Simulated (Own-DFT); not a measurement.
# Strain and stress in 4H SiC, 32 atoms (C16Si16)

All numbers below are calculated, not measured. The program, named Own-DFT, is a retired in-house plane-wave density functional code that no person has reviewed. Each row is one single-point run on a periodic cell that was not relaxed, without spin or spin-orbit coupling.

Settings of every run: PBE; PseudoDojo norm-conserving scalar-relativistic files; cutoff 42 hartree; 5 x 5 x 3 k mesh centred on Gamma; Fermi-Dirac smearing of 0.1 eV.

Known limits: forces on such cells passed a denser k mesh, each cell not checked; stress not checked against mesh or cutoff.

Unstrained cell vectors in Å: (6.165, 0.000, 0.000); (-3.083, 5.339, 0.000); (0.000, 0.000, 10.068). The unstrained cell has measured lattice constants (interpolated for alloys), not those of this functional. That, the random moves and any unrelaxed bonds set the pressure at no strain. Each run strains this cell uniformly, with the atoms carried along. Every atom was also moved at random, by a Gaussian of width 0.05 Å on each axis. Strain is the symmetric tensor, in per cent. Stress is positive in tension, and the pressure is minus a third of its trace.

```
run  e_xx (%)  e_yy (%)  e_zz (%)  e_yz (%)  e_xz (%)  e_xy (%)  s_xx (GPa)  s_yy (GPa)  s_zz (GPa)  s_yz (GPa)  s_xz (GPa)  s_xy (GPa)  P (GPa)  E (meV/atom)
  1     -0.93      1.85      1.69      0.69      0.89      1.88       -5.96        5.01        5.12        1.99        2.31        7.10    -1.39           0.0
  2      0.42     -1.75      0.28     -0.43     -0.23      0.97       -3.93      -16.38       -2.69        0.00       -1.03        4.18     7.67          46.0
  3     -1.76      1.21     -0.19      0.40     -1.48      0.90      -16.47       -0.14      -11.48        3.11       -7.51        4.70     9.36         110.4
  4     -1.42     -0.59     -1.92     -0.82     -0.14     -0.53      -13.81      -11.08      -18.17       -2.42       -0.38       -3.75    14.35          41.2
  5      1.02     -1.72     -1.65     -0.48      0.30     -1.36       -3.38      -17.05      -12.93       -2.01        2.18       -8.48    11.12          65.7
  6      1.67      0.16     -1.54     -1.40      1.03      1.46        2.75       -5.24      -10.48       -5.11        2.01        5.68     4.32          53.0
  7     -1.09      1.04      0.78     -1.80      1.56      1.32       -9.83        3.11       -5.81       -4.88        4.24        5.25     4.18          62.6
  8     -1.33      1.01      1.13      1.92      0.71      0.86      -10.62       -0.34        0.41        5.59        1.87        2.20     3.51          42.6
  9     -0.86      0.98      0.48     -1.36     -0.49     -0.01       -7.67        1.70       -5.13       -5.56       -0.32        1.16     3.70          29.0
 10     -0.69     -1.05     -1.76      1.29     -1.69      1.26      -12.03      -13.52      -18.31        5.02       -6.78        9.86    14.62          72.3
 11      0.72      0.62      1.74      0.89     -0.20      1.38       -2.26        1.68        4.67        3.25       -1.20        8.13    -1.36          16.5
 12     -1.69      0.10      0.02      1.50     -1.15      0.12      -16.60       -4.97       -5.12        5.33       -5.49        1.40     8.90          29.1
 13     -0.81     -1.09     -1.49      0.24     -0.57     -0.74      -12.00      -10.75      -18.57        0.52       -2.28       -4.92    13.77          53.7
 14      0.89     -0.16      1.64     -1.87     -1.22      0.71        2.20       -5.78        2.24       -6.56       -4.03        1.53     0.45          41.0
 15      0.37      1.87     -1.51      1.66      1.68      0.68       -1.20        4.23      -12.08        5.11        5.14        3.03     3.02          25.0
 16      1.90     -0.01     -1.41      0.00      1.18     -0.16           ?           ?           ?           ?           ?           ?        ?             ?
```

E is the free energy for each atom above the lowest run shown.

## Worked fit

Each stress component was fitted by least squares to a constant and the strains of the runs shown, as fractions, with shears doubled. Shear strains stay in the fit of a normal stress only where such slopes are resolved. The slopes, in GPa:

```
stress  at no strain  per e_xx  per e_yy  per e_zz  scatter
  s_xx          -5.4  571 ± 40  116 ± 41   65 ± 34     1.58
  s_yy          -5.4   26 ± 37  585 ± 38   74 ± 32     1.46
  s_zz          -5.8  170 ± 56   48 ± 58  549 ± 48     2.23
```

Each shear stress against twice its own strain: yz 161 ± 9, xz 180 ± 13, xy 278 ± 29 GPa. These are stiffnesses along x, y and z of the frame in which the cell vectors are given, which need not be the crystal's axes. The atoms are held to the strained lattice; where symmetry lets them move under strain, relaxing them would lower some slopes. The table should be nearly symmetric about its diagonal, and what it lacks of that shows the noise. A ninth of its sum, 245 ± 9 GPa, estimates the bulk modulus near the mean pressure of these runs, 6.4 GPa, so it lies above the value at zero pressure.

## Withheld run

Question: what normal stresses and pressure should run 16 give?

The fit gives s_xx = 4.5, s_yy = -6.0, s_zz = -10.3 and P = 4.0 GPa. The calculation gave 1.43, -0.78, -13.97 and P = 4.44 GPa. This run lies off the fit, by chance or by something that the fit leaves out.
